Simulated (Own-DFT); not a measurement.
## Calculated data, Si₃N₄ (beta silicon nitride, atoms displaced)

A calculation, not a measurement: plane-wave PBE density functional theory by an unreviewed code, no spin, of a simulated periodic cell, stress positive in tension, free energy of the whole cell less one offset for each atom, forces on such cells moved up to 12 meV/angstrom on a denser k mesh; offsets are fitted by least squares, one for each functional and potential file, so energies compare only between cells with the same atoms and settings and are not formation energies; the far tail of each file's local potential was reset to the Coulomb form; each entry is a single point on an unrelaxed cell, so the pressure reflects the starting lattice, mostly measured values (interpolated for alloys), from which strain is counted, and rises with the displacements; printed positions are rounded, which can move forces by about a meV/angstrom; the program, named Own-DFT, is a retired in-house code; no spin-orbit coupling; before rounding, a Quantum ESPRESSO 7.3.1 run of the same cell and cutoff gave forces within 1 meV/angstrom rms on each cell, which checks the program and not the settings. Program: Own-DFT development build.

Common to all runs: functional PBE; potential files PseudoDojo norm-conserving, scalar-relativistic, standard set; wave cutoff 42 hartree; occupations Fermi-Dirac; smearing width 0.1 eV; k mesh 2 x 2 x 4 centred on Gamma.

(1) Si₃N₄ (beta silicon nitride, atoms displaced)

```
Si3N4
1.0
     15.2120     0.0000     0.0000
     -7.6060    13.1740     0.0000
      0.0000     0.0000     5.8180
Si N Si N Si N Si N Si N Si N Si N Si N
6 8 6 8 6 8 6 8 6 8 6 8 6 8 6 8
Direct
  0.08672 0.38313 0.12702
  0.11421 0.20043 0.12975
  0.29807 0.41418 0.12571
  0.41658 0.11671 0.37900
  0.38493 0.29989 0.37700
  0.20100 0.08356 0.37755
  0.16629 0.01655 0.12241
  0.48337 0.15213 0.12860
  0.34731 0.33143 0.12826
  0.33419 0.48368 0.37662
  0.01814 0.34794 0.37418
  0.14980 0.16460 0.37592
  0.16685 0.33395 0.12480
  0.33327 0.16750 0.37028
  0.08511 0.38540 0.62381
  0.11607 0.20381 0.63082
  0.29801 0.41430 0.62578
  0.41489 0.11675 0.87570
  0.38640 0.29775 0.87119
  0.20220 0.08608 0.87678
  0.16445 0.01554 0.62649
  0.48388 0.15028 0.62676
  0.35101 0.33571 0.62205
  0.33515 0.48349 0.86786
  0.01550 0.34898 0.87515
  0.15063 0.16557 0.87382
  0.16819 0.33411 0.62877
  0.33314 0.16838 0.87454
  0.08669 0.88324 0.12344
  0.11588 0.70284 0.11949
  0.29907 0.91333 0.13066
  0.41562 0.61535 0.37650
  0.38402 0.79938 0.38101
  0.20171 0.58496 0.37334
  0.16678 0.51616 0.12045
  0.48446 0.65060 0.12499
  0.35145 0.83524 0.12800
  0.33444 0.98385 0.37958
  0.01502 0.84850 0.37894
  0.15017 0.66482 0.37717
  0.16762 0.83218 0.12630
  0.33301 0.66503 0.37967
  0.08390 0.88457 0.62817
  0.11406 0.70077 0.62520
  0.29702 0.91269 0.62350
  0.41304 0.61470 0.87932
  0.38370 0.79788 0.87552
  0.20111 0.58821 0.86690
  0.16451 0.51590 0.62219
  0.48534 0.65090 0.62118
  0.34851 0.83221 0.62341
  0.33382 0.98498 0.87882
  0.01701 0.84965 0.88137
  0.15011 0.66498 0.87271
  0.16334 0.83029 0.62382
  0.33475 0.67018 0.87291
  0.58773 0.38585 0.12582
  0.61308 0.19917 0.12491
  0.79915 0.41587 0.12595
  0.91396 0.11697 0.37723
  0.88298 0.29913 0.37472
  0.70159 0.08794 0.37066
  0.66902 0.01893 0.12996
  0.98345 0.15049 0.12183
  0.84991 0.33236 0.12754
  0.83560 0.48549 0.37384
  0.51794 0.34936 0.37326
  0.65292 0.16687 0.37327
  0.66209 0.33411 0.12021
  0.83372 0.16645 0.37150
  0.58575 0.38239 0.61898
  0.61599 0.20312 0.61920
  0.80027 0.41463 0.62334
  0.91267 0.11577 0.87958
  0.88521 0.29980 0.87229
  0.69932 0.08571 0.87576
  0.66384 0.01478 0.62764
  0.98398 0.15213 0.62358
  0.84871 0.33319 0.62532
  0.83454 0.48407 0.87532
  0.51739 0.35090 0.87824
  0.64747 0.16613 0.87860
  0.66646 0.33068 0.62051
  0.83124 0.16605 0.87308
  0.58601 0.88220 0.12080
  0.61611 0.70414 0.12967
  0.79933 0.91349 0.12669
  0.91247 0.61549 0.37269
  0.88792 0.79861 0.37013
  0.70217 0.58596 0.37733
  0.66274 0.51393 0.12350
  0.98592 0.65257 0.12286
  0.84904 0.83591 0.12582
  0.83373 0.98632 0.36602
  0.51691 0.85194 0.37573
  0.64919 0.66434 0.37661
  0.66561 0.83038 0.12198
  0.83185 0.66840 0.36935
  0.59037 0.88742 0.62784
  0.61718 0.70373 0.62470
  0.79828 0.91321 0.62477
  0.91390 0.61602 0.87549
  0.88420 0.79605 0.87516
  0.70248 0.58522 0.87585
  0.66645 0.51603 0.62301
  0.98555 0.65005 0.63080
  0.84841 0.83343 0.62080
  0.83211 0.98319 0.87056
  0.51535 0.84794 0.87783
  0.65148 0.66451 0.87518
  0.66847 0.83514 0.61746
  0.83491 0.66841 0.87358
```

* free energy of cell above offsets: -19.175 eV
* pressure: 5.54 GPa
* stress xx: -3.96 GPa
* stress yy: -4.67 GPa
* stress zz: -7.99 GPa
* stress yz: -0.56 GPa
* stress xz: -0.46 GPa
* stress xy: 0.51 GPa

Force:
```csv
element,x (eV/Å),y (eV/Å),z (eV/Å)
Si,0.931,0.678,-0.831
Si,0.201,1.206,-0.747
Si,-0.181,-1.105,-0.323
Si,-2.922,-0.266,-0.452
Si,0.729,-1.477,-0.698
Si,0.519,2.196,-0.579
N,-0.278,-1.701,0.762
N,1.067,-0.311,-0.273
N,-0.054,1.033,-1.052
N,0.29,0.863,-0.453
N,-2.311,-0.319,0.212
N,-0.11,-0.45,0.614
N,0.294,-0.607,0.079
N,0.615,-0.567,0.505
Si,2.051,-0.476,0.511
Si,-0.145,0.231,-0.99
Si,-0.189,-1.323,-0.743
Si,-1.89,-0.237,0.446
Si,-0.713,0.033,0.852
Si,0.364,1.461,-0.434
N,-0.144,-1.087,0.244
N,1.384,0.351,0.019
N,-0.066,0.42,0.83
N,0.159,1.169,1.79
N,-0.7,0.219,-0.025
N,-0.139,-0.421,0.831
N,-0.911,0.225,-0.089
N,0.888,-0.943,-0.216
Si,1.451,0.585,1.156
Si,0.667,0.108,1.286
Si,-0.596,-0.422,-0.689
Si,-1.824,0.033,-0.158
Si,1.89,-1.904,-1.222
Si,0.647,1.27,-0.579
N,-0.411,-0.633,-0.204
N,0.647,-0.108,0.107
N,-0.404,0.433,-0.203
N,0.298,1.004,-0.352
N,0.389,0.517,-0.875
N,-0.346,-0.215,-0.848
N,-0.407,0.711,-0.051
N,0.069,0.616,-0.228
Si,2.038,-0.15,0.061
Si,0.481,0.847,-0.516
Si,-0.861,-0.944,1.19
Si,-0.85,0.725,-1.336
Si,0.67,-0.169,0.224
Si,1.834,0.093,1.132
N,-0.284,-0.717,0.181
N,0.661,0.02,1.405
N,-1.061,1.227,1.209
N,0.401,0.029,-0.409
N,-1.597,-0.474,-0.855
N,-0.61,0.154,0.086
N,0.184,1.27,0.114
N,0.015,-1.783,0.128
Si,-0.281,-0.523,-0.345
Si,-0.675,2.342,0.197
Si,-1.104,-2.548,-0.383
Si,-0.839,-0.049,-0.61
Si,2.214,-1.839,0.209
Si,1.858,0.115,1.545
N,-0.665,-2.522,-1.397
N,0.854,0.119,0.906
N,-1.59,1.675,-0.814
N,0.235,0.296,0.27
N,-1.745,-0.37,0.048
N,-1.018,0.067,0.08
N,3.355,-0.625,0.284
N,-0.696,0.742,0.312
Si,1.143,0.525,1.396
Si,-0.034,-0.14,1.092
Si,-1.439,-1.265,0.3
Si,-1.265,-0.134,-1.425
Si,0.819,-2.045,0.765
Si,0.929,1.199,0.136
N,-0.258,1.221,-0.529
N,0.727,-0.122,0.879
N,-0.335,0.968,-0.25
N,0.298,0.799,-0.21
N,-0.745,-0.154,-1.197
N,0.772,-0.871,-1.249
N,0.147,1.74,-0.053
N,0.003,0.565,-0.045
Si,0.7,0.889,1.429
Si,0.544,-1.173,-0.92
Si,-1.64,-0.271,-1.016
Si,-0.303,1.275,0.574
Si,-1.966,-0.439,0.556
Si,-0.366,0.777,-0.871
N,0.349,1.072,0.579
N,-0.193,-0.528,0.432
N,1.609,-0.619,-0.417
N,0.448,-0.089,1.673
N,-0.483,-0.057,0.209
N,0.188,-0.244,-0.179
N,0.061,1.886,0.015
N,1.398,-0.841,0.089
Si,-0.431,-1.665,-0.603
Si,-0.236,0.173,0.425
Si,-0.342,0.081,-1.121
Si,-0.737,0.17,0.028
Si,-0.73,0.789,-0.202
Si,0.007,0.923,-0.207
N,0.106,-1.207,0.422
N,-0.886,-0.712,-1.293
N,0.995,0.07,0.378
N,0.464,0.821,0.832
N,-0.418,0.412,-0.983
N,-0.668,0.277,0.299
N,-0.102,-0.464,0.344
N,0.14,-1.39,0.067
```

(2) Si₃N₄ (beta silicon nitride, atoms displaced)

```
Si3N4
1.0
     15.2120     0.0000     0.0000
     -7.6060    13.1740     0.0000
      0.0000     0.0000     5.8180
Si N Si N Si N Si N Si N Si N Si N Si N
6 8 6 8 6 8 6 8 6 8 6 8 6 8 6 8
Direct
  0.08678 0.38346 0.12661
  0.11481 0.20032 0.12575
  0.29782 0.41323 0.12544
  0.41022 0.11605 0.37611
  0.38409 0.29882 0.36987
  0.20105 0.08513 0.36949
  0.16765 0.01756 0.12332
  0.48415 0.14982 0.12303
  0.35093 0.33782 0.12136
  0.33141 0.48266 0.37372
  0.01251 0.34884 0.37186
  0.14843 0.16249 0.37937
  0.16739 0.33492 0.12226
  0.33326 0.16601 0.37035
  0.08597 0.38494 0.62814
  0.11422 0.20091 0.62461
  0.29823 0.41601 0.62026
  0.41393 0.11586 0.87430
  0.38708 0.29885 0.87241
  0.20287 0.08734 0.87267
  0.16866 0.01625 0.62446
  0.48268 0.14871 0.62362
  0.34984 0.33377 0.62693
  0.33104 0.48269 0.86884
  0.01733 0.35234 0.87489
  0.14598 0.16379 0.87657
  0.16630 0.33341 0.62370
  0.33351 0.16642 0.86765
  0.08694 0.88503 0.12295
  0.11681 0.70295 0.12162
  0.29978 0.91602 0.12271
  0.41392 0.61509 0.37307
  0.38777 0.80113 0.37491
  0.20136 0.58744 0.36707
  0.16539 0.51439 0.12595
  0.48315 0.65083 0.12116
  0.34806 0.83147 0.13204
  0.33286 0.98374 0.37683
  0.01734 0.84993 0.37728
  0.15081 0.66596 0.37692
  0.16558 0.83136 0.12198
  0.33095 0.66593 0.37723
  0.08763 0.88568 0.62642
  0.11719 0.70274 0.62434
  0.29993 0.91315 0.62747
  0.41277 0.61328 0.88001
  0.38764 0.79963 0.87246
  0.20291 0.58697 0.87764
  0.16403 0.51450 0.62288
  0.48494 0.64897 0.61758
  0.34845 0.83309 0.62793
  0.33197 0.98232 0.87741
  0.01790 0.85061 0.87554
  0.15124 0.66624 0.87738
  0.16560 0.83390 0.62271
  0.33285 0.66631 0.87293
  0.58639 0.38399 0.12283
  0.61332 0.20175 0.12200
  0.79559 0.41327 0.12532
  0.91522 0.11854 0.37274
  0.88457 0.29526 0.37417
  0.70289 0.08823 0.37623
  0.66671 0.01608 0.13113
  0.98347 0.15284 0.12516
  0.85071 0.33190 0.12752
  0.83341 0.48343 0.37494
  0.51548 0.34906 0.37647
  0.65225 0.16940 0.37738
  0.66412 0.33240 0.12164
  0.83507 0.17108 0.37760
  0.58558 0.38395 0.62594
  0.61708 0.20059 0.62616
  0.79721 0.41136 0.62448
  0.91240 0.11488 0.87238
  0.88692 0.30022 0.87561
  0.70551 0.08858 0.87473
  0.66435 0.01408 0.61913
  0.98464 0.15239 0.62088
  0.84660 0.33375 0.62417
  0.83432 0.48349 0.87750
  0.51978 0.35345 0.87699
  0.65240 0.16789 0.87991
  0.66779 0.33571 0.61928
  0.83557 0.16729 0.87308
  0.58799 0.88573 0.12633
  0.61358 0.70007 0.13011
  0.79728 0.91350 0.12436
  0.91632 0.61760 0.37810
  0.88503 0.79809 0.37253
  0.70098 0.58619 0.37795
  0.66501 0.51333 0.12654
  0.98418 0.64961 0.13065
  0.84950 0.83434 0.12513
  0.83395 0.98369 0.37544
  0.51581 0.84974 0.37906
  0.64996 0.66470 0.37076
  0.66702 0.83424 0.11806
  0.83409 0.66898 0.37743
  0.58615 0.88363 0.62779
  0.61889 0.70346 0.62786
  0.79907 0.91378 0.63051
  0.91296 0.61597 0.86803
  0.88433 0.79642 0.87221
  0.70021 0.58674 0.87241
  0.66649 0.51454 0.62595
  0.98274 0.64939 0.62860
  0.85041 0.83314 0.62630
  0.83378 0.98394 0.88285
  0.51501 0.85058 0.87872
  0.65148 0.66533 0.87578
  0.66672 0.83205 0.63056
  0.83381 0.66624 0.87011
```

* free energy of cell above offsets: -19.317 eV
* pressure: 5.57 GPa
* stress xx: -4.96 GPa
* stress yy: -4.01 GPa
* stress zz: -7.74 GPa
* stress yz: -0.05 GPa
* stress xz: -0.27 GPa
* stress xy: 0.28 GPa

Force:
```csv
element,x (eV/Å),y (eV/Å),z (eV/Å)
Si,0.165,0.113,0.101
Si,-0.787,1.555,0.464
Si,-1.258,-0.311,-0.901
Si,0.861,-0.344,-0.365
Si,0.478,-0.764,0.803
Si,0.901,0.892,1.224
N,-0.321,-1.279,-0.571
N,-0.273,-0.444,0.473
N,0.987,-0.617,-0.041
N,0.679,1.623,-0.695
N,1.266,0.668,0.816
N,-0.226,0.04,-0.853
N,0.359,-1.354,0.246
N,-1.306,0.812,-0.168
Si,0.903,-0.155,-1.32
Si,-0.177,1.591,0.205
Si,-0.457,-2.415,0.579
Si,-0.899,-0.452,-0.138
Si,-0.027,-0.543,0.137
Si,0.088,0.654,-0.177
N,-0.509,-0.248,-0.193
N,1.242,0.29,0.162
N,-0.42,0.705,-0.827
N,0.633,1.168,1.292
N,-0.791,-0.419,0.337
N,1.083,-0.825,-0.29
N,0.147,-0.38,-0.119
N,0.074,0.635,0.384
Si,1.299,-0.362,0.682
Si,-0.855,0.149,1.01
Si,-0.772,-2.583,1.296
Si,-2.129,0.061,0.3
Si,-0.579,-2.39,0.6
Si,0.699,-0.039,1.732
N,-0.246,-0.16,-0.529
N,1.165,-0.034,0.829
N,-0.287,1.266,-1.586
N,0.428,0.79,-0.119
N,-1.012,0.183,-0.518
N,-0.378,-0.12,-0.636
N,0.293,1.543,0.034
N,1.387,0.7,-0.23
Si,0.877,-0.21,-0.254
Si,-0.833,0.645,0.343
Si,-1.836,-0.883,-0.467
Si,-1.506,0.376,-2.397
Si,-1.316,-1.835,1.257
Si,0.234,-0.105,-0.99
N,-0.17,0.615,0.062
N,0.795,0.095,1.534
N,0.536,0.496,-0.354
N,0.596,1.847,-0.721
N,-1.56,-0.27,-0.178
N,0.18,-0.472,-0.652
N,1.147,-0.138,0.115
N,0.826,0.39,0.173
Si,1.013,0.178,1.331
Si,0.399,1.166,1.091
Si,0.601,-0.958,0.208
Si,-1.584,-0.859,0.232
Si,-1.327,1.733,0.472
Si,0.453,0.974,-0.058
N,-0.234,0.118,-1.166
N,1.03,-0.081,-0.626
N,-1.501,1.112,-0.557
N,0.28,1.07,0.213
N,-0.878,-0.073,-0.48
N,0.494,-1.157,-0.912
N,0.669,-0.193,0.014
N,0.324,-3.263,0.014
Si,1.685,0.115,-0.629
Si,-1.576,1.982,0.131
Si,-0.942,0.848,0.09
Si,-0.008,0.479,0.189
Si,-0.452,-0.617,-0.279
Si,-0.116,-0.204,0.091
N,-0.06,0.517,1.403
N,0.21,-0.512,0.74
N,1.785,-0.731,0.234
N,0.202,0.551,-0.625
N,-2.183,-1.089,-0.523
N,0.547,-1.056,-0.731
N,-0.493,-1.63,0.344
N,-0.524,0.123,-0.067
Si,0.495,-0.269,0.379
Si,0.003,1.612,-1.359
Si,0.001,-1.047,1.162
Si,-1.931,-1.055,-0.513
Si,0.504,-0.339,0.247
Si,1.726,0.227,-0.718
N,-0.376,1.027,-0.19
N,0.668,0.215,-1.524
N,0.033,0.319,-0.501
N,0.263,1.08,0.466
N,0.28,0.294,-0.495
N,-0.198,-0.068,1.158
N,-0.223,-0.973,0.482
N,0.071,-1.04,-0.147
Si,1.067,-0.132,-0.017
Si,-1.128,-0.195,-0.632
Si,-0.385,-0.707,-0.69
Si,-0.487,-0.815,2.456
Si,0.626,-0.332,0.811
Si,2.046,-0.365,0.88
N,-0.676,0.131,-0.146
N,2.052,0.752,-0.675
N,-0.809,0.943,-0.319
N,0.312,0.992,-1.439
N,0.651,0.596,-0.219
N,-0.95,0.162,0.464
N,-0.036,0.779,-0.195
N,-0.811,-0.089,0.229
```
